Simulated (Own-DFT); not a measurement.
Simulation results for AlGa₃N₄ (wurtzite random alloy, strained, atoms displaced)

All values are calculated (Own-DFT development build). A calculation, not a measurement: plane-wave PBE density functional theory by an unreviewed code, no spin, of a simulated periodic cell, stress positive in tension, free energy of the whole cell less one offset for each atom, forces on such cells passed a denser k mesh, this cell's mesh not checked; offsets are fitted by least squares, one for each functional and potential file, so energies compare only between cells with the same atoms and settings and are not formation energies; the far tail of each file's local potential was reset to the Coulomb form; each entry is a single point on an unrelaxed cell, so the pressure reflects the starting lattice, mostly measured values, from which strain is counted, and rises with the displacements; printed positions are rounded, which can move forces by about a meV/angstrom; the program is a retired in-house code; no spin-orbit coupling.

Settings shared by all entries: functional PBE; potential files PseudoDojo norm-conserving, scalar-relativistic, standard set with the stringent files for Ga; wave cutoff 96 hartree; occupations Gaussian; smearing width 0.01 eV; k mesh 4 x 4 x 3 centred on Gamma.

(1) AlGa₃N₄ (wurtzite random alloy, strained, atoms displaced)

```cif
# cell vector a (Å): 9.5806 0.0000 0.0000
# cell vector b (Å): -4.7903 8.2970 0.0000
# cell vector c (Å): 0.0000 0.0000 10.2685
data_AlGa3N4
_symmetry_space_group_name_H-M 'P 1'
_symmetry_Int_Tables_number 1
_cell_length_a 9.5806
_cell_length_b 9.5806
_cell_length_c 10.2685
_cell_angle_alpha 90.000
_cell_angle_beta 90.000
_cell_angle_gamma 120.000
_cell_volume 816.25
loop_
_atom_site_label
_atom_site_type_symbol
_atom_site_fract_x
_atom_site_fract_y
_atom_site_fract_z
_atom_site_occupancy
Ga1 Ga 0.11077 0.22727 0.99945 1
Ga2 Ga 0.22436 0.10938 0.24500 1
N1 N 0.11717 0.22981 0.19260 1
N2 N 0.22158 0.11824 0.43988 1
Ga3 Ga 0.11123 0.22096 0.50559 1
Ga4 Ga 0.22140 0.11392 0.74864 1
N3 N 0.10624 0.22074 0.69232 1
N4 N 0.22922 0.11428 0.93432 1
Al1 Al 0.12125 0.55608 0.00426 1
Ga5 Ga 0.22571 0.44767 0.25492 1
N5 N 0.11001 0.55504 0.18508 1
N6 N 0.22689 0.44403 0.44679 1
Ga6 Ga 0.11765 0.55468 0.50353 1
Ga7 Ga 0.22093 0.44398 0.75085 1
N7 N 0.11871 0.56117 0.68936 1
N8 N 0.23000 0.44885 0.93816 1
Ga8 Ga 0.11385 0.87644 0.99774 1
Ga9 Ga 0.22955 0.78603 0.24950 1
N9 N 0.11303 0.88675 0.19384 1
N10 N 0.22393 0.77829 0.43487 1
Ga10 Ga 0.11466 0.89634 0.49627 1
Ga11 Ga 0.21753 0.77485 0.74408 1
N11 N 0.10210 0.88540 0.68973 1
N12 N 0.22034 0.77955 0.93089 1
Al2 Al 0.45444 0.22484 0.00358 1
Ga12 Ga 0.56017 0.12391 0.25133 1
N13 N 0.44045 0.22694 0.19115 1
N14 N 0.54090 0.09522 0.43950 1
Ga13 Ga 0.44300 0.22658 0.50135 1
Ga14 Ga 0.55676 0.10971 0.74670 1
N15 N 0.45082 0.22337 0.69784 1
N16 N 0.55800 0.11173 0.93576 1
Ga15 Ga 0.44460 0.56061 0.99807 1
Ga16 Ga 0.55742 0.43259 0.24672 1
N17 N 0.45273 0.56207 0.18447 1
N18 N 0.55171 0.45090 0.44225 1
Ga17 Ga 0.44168 0.55472 0.50415 1
Al3 Al 0.55011 0.44631 0.74404 1
N19 N 0.43508 0.54672 0.69980 1
N20 N 0.56694 0.44808 0.93234 1
Ga18 Ga 0.44598 0.89707 0.99859 1
Al4 Al 0.55564 0.77665 0.24417 1
N21 N 0.44264 0.89306 0.19144 1
N22 N 0.55874 0.76877 0.43573 1
Al5 Al 0.44325 0.89231 0.50191 1
Al6 Al 0.55723 0.78239 0.75175 1
N23 N 0.43560 0.88638 0.68920 1
N24 N 0.56558 0.78944 0.94006 1
Ga19 Ga 0.77363 0.21896 0.99542 1
Ga20 Ga 0.88120 0.10254 0.24758 1
N25 N 0.77512 0.22612 0.18382 1
N26 N 0.88914 0.10776 0.42931 1
Ga21 Ga 0.77447 0.22200 0.50296 1
Al7 Al 0.87703 0.10763 0.74629 1
N27 N 0.78568 0.22947 0.68409 1
N28 N 0.88547 0.11026 0.94321 1
Ga22 Ga 0.78026 0.55925 0.00395 1
Ga23 Ga 0.88656 0.44643 0.25184 1
N29 N 0.77345 0.54895 0.18790 1
N30 N 0.89551 0.44843 0.44729 1
Ga24 Ga 0.77180 0.54572 0.49632 1
Ga25 Ga 0.89042 0.44040 0.74717 1
N31 N 0.77595 0.55471 0.69043 1
N32 N 0.88287 0.43915 0.93109 1
Al8 Al 0.76231 0.88151 0.99238 1
Al9 Al 0.88539 0.77875 0.24998 1
N33 N 0.78149 0.90039 0.19698 1
N34 N 0.88273 0.77632 0.44135 1
Ga26 Ga 0.76733 0.88305 0.50207 1
Ga27 Ga 0.89107 0.76934 0.75620 1
N35 N 0.77698 0.87847 0.69080 1
N36 N 0.89688 0.77768 0.93709 1
```

* free energy of cell above offsets: -9.765 eV
* pressure: 3.83 GPa
* stress xx: -2.84 GPa
* stress yy: -3.3 GPa
* stress zz: -5.35 GPa
* stress yz: -0.59 GPa
* stress xz: -0.15 GPa
* stress xy: -0.97 GPa

Force:
| element | x (eV/Å) | y (eV/Å) | z (eV/Å) |
| --- | --- | --- | --- |
| Ga | 0.858 | -0.867 | 0.246 |
| Ga | -1.556 | 0.149 | 0.68 |
| N | -0.354 | -0.807 | -0.535 |
| N | 0.883 | -0.429 | -0.375 |
| Ga | -1.032 | -0.122 | -0.787 |
| Ga | 0.368 | -0.702 | 0.298 |
| N | -1.023 | -0.406 | 0.277 |
| N | 0.333 | 0.091 | 1.831 |
| Al | -1.376 | -0.191 | -1.4 |
| Ga | 0.139 | 0.127 | -0.314 |
| N | 0.22 | 0.382 | 0.381 |
| N | -0.7 | -0.247 | -0.828 |
| Ga | -0.476 | 0.761 | -0.521 |
| Ga | -0.659 | -0.498 | 0.234 |
| N | -0.507 | -1.258 | -0.015 |
| N | -1.506 | 0.184 | 0.447 |
| Ga | -1.538 | 2.391 | 0.67 |
| Ga | -0.383 | -1.419 | 0.213 |
| N | -1.469 | -0.326 | -0.727 |
| N | 0.56 | 0.278 | 1.36 |
| Ga | -0.632 | -1.233 | 0.353 |
| Ga | -0.723 | 0.85 | 0.34 |
| N | 1.238 | 0.883 | -0.697 |
| N | 2.115 | -1.771 | 1.1 |
| Al | -1.303 | 0.407 | -1.66 |
| Ga | 0.285 | -1.493 | -0.023 |
| N | 1.209 | -1.543 | -1.636 |
| N | 0.446 | 2.409 | 0.168 |
| Ga | 0.19 | -0.453 | 0.518 |
| Ga | -0.114 | 0.22 | 0.246 |
| N | -1.014 | 0.76 | -1.471 |
| N | -1.063 | 0.296 | 0.385 |
| Ga | 1.563 | -0.517 | -0.288 |
| Ga | -1.721 | 2.872 | 1.046 |
| N | -0.161 | -0.074 | 0.871 |
| N | 1.125 | -1.533 | -0.884 |
| Ga | 0.12 | 0.654 | 0.551 |
| Al | 1.748 | -0.25 | 1.247 |
| N | 1.195 | 2.173 | -0.928 |
| N | -1.39 | -0.783 | 0.634 |
| Ga | -0.23 | -0.768 | 0.277 |
| Al | -0.018 | 0.552 | 0.901 |
| N | 1.764 | 0.238 | -0.663 |
| N | -2.687 | 0.94 | -0.368 |
| Al | 0.323 | -2.173 | -0.398 |
| Al | -0.132 | -0.877 | -0.425 |
| N | 2.242 | 0.103 | -0.713 |
| N | -2.421 | -1.587 | -1.46 |
| Ga | 0.485 | 0.988 | 0.304 |
| Ga | 0.382 | 3.661 | -0.053 |
| N | 0.26 | -0.046 | 0.837 |
| N | -0.683 | 0.443 | 2.51 |
| Ga | 0.649 | -0.527 | -1.865 |
| Al | 1.767 | -0.314 | 0.757 |
| N | -0.064 | -2.158 | 0.945 |
| N | 0.25 | -1.106 | -1.527 |
| Ga | 0.504 | -0.67 | -1.575 |
| Ga | 1.284 | -0.185 | 0.084 |
| N | 0.121 | 1.853 | 0.981 |
| N | -0.366 | -0.951 | -1.294 |
| Ga | 0.05 | 1.918 | 1.148 |
| Ga | -0.659 | 1.666 | 0.139 |
| N | -0.513 | -1.108 | -0.509 |
| N | 1.575 | 0.993 | 1.675 |
| Al | 4.205 | 2.456 | 1.762 |
| Al | 0.163 | 0.097 | 0.626 |
| N | 0.036 | -4.695 | -2.759 |
| N | 0.826 | -0.144 | -1.357 |
| Ga | 1.495 | 0.594 | -0.376 |
| Ga | -0.686 | 0.036 | -1.365 |
| N | -1.853 | 1.401 | 0.874 |
| N | -1.962 | 0.403 | 1.88 |

(2) AlGa₃N₄ (wurtzite random alloy, strained, atoms displaced)

```cif
# cell vector a (Å): 9.5806 0.0000 0.0000
# cell vector b (Å): -4.7903 8.2970 0.0000
# cell vector c (Å): 0.0000 0.0000 10.2685
data_AlGa3N4
_symmetry_space_group_name_H-M 'P 1'
_symmetry_Int_Tables_number 1
_cell_length_a 9.5806
_cell_length_b 9.5806
_cell_length_c 10.2685
_cell_angle_alpha 90.000
_cell_angle_beta 90.000
_cell_angle_gamma 120.000
_cell_volume 816.25
loop_
_atom_site_label
_atom_site_type_symbol
_atom_site_fract_x
_atom_site_fract_y
_atom_site_fract_z
_atom_site_occupancy
Ga1 Ga 0.11857 0.22793 0.99978 1
Ga2 Ga 0.22513 0.10814 0.24915 1
N1 N 0.11194 0.22646 0.19035 1
N2 N 0.22044 0.10861 0.44356 1
Ga3 Ga 0.10621 0.22109 0.49840 1
Ga4 Ga 0.21272 0.09784 0.75646 1
N3 N 0.10253 0.21602 0.68543 1
N4 N 0.21641 0.10440 0.93713 1
Al1 Al 0.10773 0.54832 0.99302 1
Al2 Al 0.22796 0.44429 0.25174 1
N5 N 0.11871 0.55623 0.19120 1
N6 N 0.21974 0.44402 0.45072 1
Ga5 Ga 0.11495 0.55061 0.50110 1
Ga6 Ga 0.21960 0.44191 0.74497 1
N7 N 0.10543 0.55226 0.68256 1
N8 N 0.22313 0.44845 0.94044 1
Al3 Al 0.11594 0.89575 0.00541 1
Ga7 Ga 0.22686 0.77811 0.25789 1
N9 N 0.11005 0.89117 0.19187 1
N10 N 0.23310 0.79014 0.44433 1
Ga8 Ga 0.10971 0.88841 0.49774 1
Ga9 Ga 0.22113 0.77575 0.75045 1
N11 N 0.11513 0.89795 0.69132 1
N12 N 0.21299 0.77306 0.94682 1
Ga10 Ga 0.44403 0.21927 0.00546 1
Ga11 Ga 0.54152 0.10926 0.24936 1
N13 N 0.45137 0.22362 0.19550 1
N14 N 0.56245 0.10829 0.44004 1
Ga12 Ga 0.43416 0.21188 0.50803 1
Ga13 Ga 0.56311 0.11273 0.74618 1
N15 N 0.44090 0.22925 0.69765 1
N16 N 0.55567 0.11069 0.94238 1
Al4 Al 0.44036 0.55095 0.00298 1
Al5 Al 0.55283 0.44641 0.24494 1
N17 N 0.44850 0.55874 0.18232 1
N18 N 0.55350 0.44553 0.43987 1
Al6 Al 0.43809 0.55941 0.50068 1
Al7 Al 0.56000 0.45030 0.75237 1
N19 N 0.45098 0.55644 0.68482 1
N20 N 0.55883 0.44622 0.93908 1
Ga14 Ga 0.44437 0.88515 0.00225 1
Ga15 Ga 0.55768 0.78422 0.24740 1
N21 N 0.44157 0.89277 0.18557 1
N22 N 0.56193 0.76624 0.44216 1
Ga16 Ga 0.43439 0.88327 0.50258 1
Ga17 Ga 0.54801 0.76617 0.74831 1
N23 N 0.44279 0.87790 0.67787 1
N24 N 0.56506 0.78383 0.93956 1
Ga18 Ga 0.77013 0.21639 0.00646 1
Ga19 Ga 0.88969 0.12222 0.24217 1
N25 N 0.78464 0.23582 0.18243 1
N26 N 0.88767 0.10774 0.43968 1
Al8 Al 0.77093 0.21274 0.49967 1
Ga20 Ga 0.89511 0.12266 0.74762 1
N27 N 0.78109 0.22935 0.68920 1
N28 N 0.88620 0.10797 0.93667 1
Ga21 Ga 0.76990 0.54585 0.99741 1
Ga22 Ga 0.88353 0.43778 0.25827 1
N29 N 0.78831 0.55378 0.19133 1
N30 N 0.88430 0.44699 0.43631 1
Ga23 Ga 0.77853 0.56530 0.50168 1
Ga24 Ga 0.89222 0.45187 0.75346 1
N31 N 0.78425 0.56236 0.68970 1
N32 N 0.88842 0.44210 0.93701 1
Al9 Al 0.77025 0.87087 0.00264 1
Ga25 Ga 0.88857 0.78270 0.24787 1
N33 N 0.77120 0.88690 0.19112 1
N34 N 0.89583 0.77282 0.43023 1
Ga26 Ga 0.76067 0.87653 0.49484 1
Ga27 Ga 0.89250 0.78595 0.74960 1
N35 N 0.78308 0.89114 0.69142 1
N36 N 0.89666 0.77502 0.94037 1
```

* free energy of cell above offsets: -9.657 eV
* pressure: 4.07 GPa
* stress xx: -3.19 GPa
* stress yy: -2.5 GPa
* stress zz: -6.52 GPa
* stress yz: -0.73 GPa
* stress xz: -1.09 GPa
* stress xy: -0.94 GPa

Force:
| element | x (eV/Å) | y (eV/Å) | z (eV/Å) |
| --- | --- | --- | --- |
| Ga | -1.327 | -1.064 | -0.238 |
| Ga | -0.962 | 0.534 | 0.816 |
| N | 1.103 | 0.524 | 0.3 |
| N | -0.313 | 0.299 | -0.958 |
| Ga | 0.404 | -0.795 | 0.161 |
| Ga | 0.062 | 3.079 | -0.903 |
| N | 1.691 | 1.131 | 0.501 |
| N | 0.57 | 0.585 | 2.007 |
| Al | -0.769 | 0.832 | 1.782 |
| Al | -0.876 | 0.517 | -0.055 |
| N | 0.354 | -0.541 | -0.339 |
| N | 1.81 | 0.167 | -2.447 |
| Ga | -2.656 | 0.839 | -0.991 |
| Ga | 0.454 | -0.188 | 0.16 |
| N | 0.788 | 0.661 | 1.554 |
| N | 0.717 | 0.367 | -0.515 |
| Al | -0.374 | -1.674 | -0.159 |
| Ga | -1.008 | -0.784 | -1.186 |
| N | 0.819 | 0.022 | -0.864 |
| N | -1.738 | -2.348 | -0.931 |
| Ga | -0.339 | 0.042 | 0.633 |
| Ga | -0.239 | 0.217 | 0.32 |
| N | 0.622 | -2.703 | -1.172 |
| N | 0.631 | 0.111 | -0.745 |
| Ga | -0.139 | 0.069 | -1.166 |
| Ga | 3.223 | -0.256 | 1.127 |
| N | -2.436 | 1.653 | -1.086 |
| N | -1.148 | -0.323 | 0.031 |
| Ga | 0.939 | 1.719 | -0.3 |
| Ga | -1.06 | -0.268 | 0.585 |
| N | 0.836 | -0.367 | -0.026 |
| N | -0.59 | -0.616 | -0.655 |
| Al | 0.297 | 0.918 | -1.321 |
| Al | 1.499 | 0.579 | 1.42 |
| N | -0.309 | -1.014 | 1.077 |
| N | -1.083 | -0.167 | -0.674 |
| Al | 1.886 | -1.625 | -0.008 |
| Al | 0.275 | -0.388 | -0.686 |
| N | -0.414 | -1.352 | 0.218 |
| N | -2.114 | -0.534 | -0.275 |
| Ga | -0.432 | -0.05 | -1.143 |
| Ga | -0.52 | -0.715 | 0.651 |
| N | 0.662 | -0.244 | 1.158 |
| N | -4.205 | -0.855 | -1.84 |
| Ga | 2.881 | 1.419 | -1.285 |
| Ga | 1.035 | 1.911 | 0.435 |
| N | -0.387 | 0.9 | 3.251 |
| N | -0.928 | -2.075 | 0.256 |
| Ga | 1.306 | 0.459 | -2.415 |
| Ga | 0.173 | -1.081 | 0.933 |
| N | -0.742 | -2.129 | 1.849 |
| N | -1.234 | 0.122 | -0.584 |
| Al | 0.858 | 1.655 | 0.16 |
| Ga | -1.036 | -1.763 | 0.819 |
| N | -0.138 | -0.264 | -1.262 |
| N | 0.436 | -0.528 | 1.234 |
| Ga | 1.876 | 1.441 | 1.056 |
| Ga | 0.936 | 1.827 | -1.165 |
| N | -2.768 | 0.123 | -0.665 |
| N | 0.999 | -1.2 | 2.364 |
| Ga | 0.138 | -1.633 | -0.429 |
| Ga | -0.468 | -0.614 | -0.71 |
| N | -1.174 | -0.399 | 0.543 |
| N | 0.58 | -0.038 | 0.738 |
| Al | 1.153 | 2.157 | -0.637 |
| Ga | 0.4 | -1.067 | -0.481 |
| N | 0.704 | 0.956 | -1.293 |
| N | -1.182 | 1.152 | 1.262 |
| Ga | 4.072 | 2.531 | 1.67 |
| Ga | 0.247 | -0.553 | 0.549 |
| N | -1.388 | 0.051 | -0.879 |
| N | -0.94 | 0.644 | 0.87 |
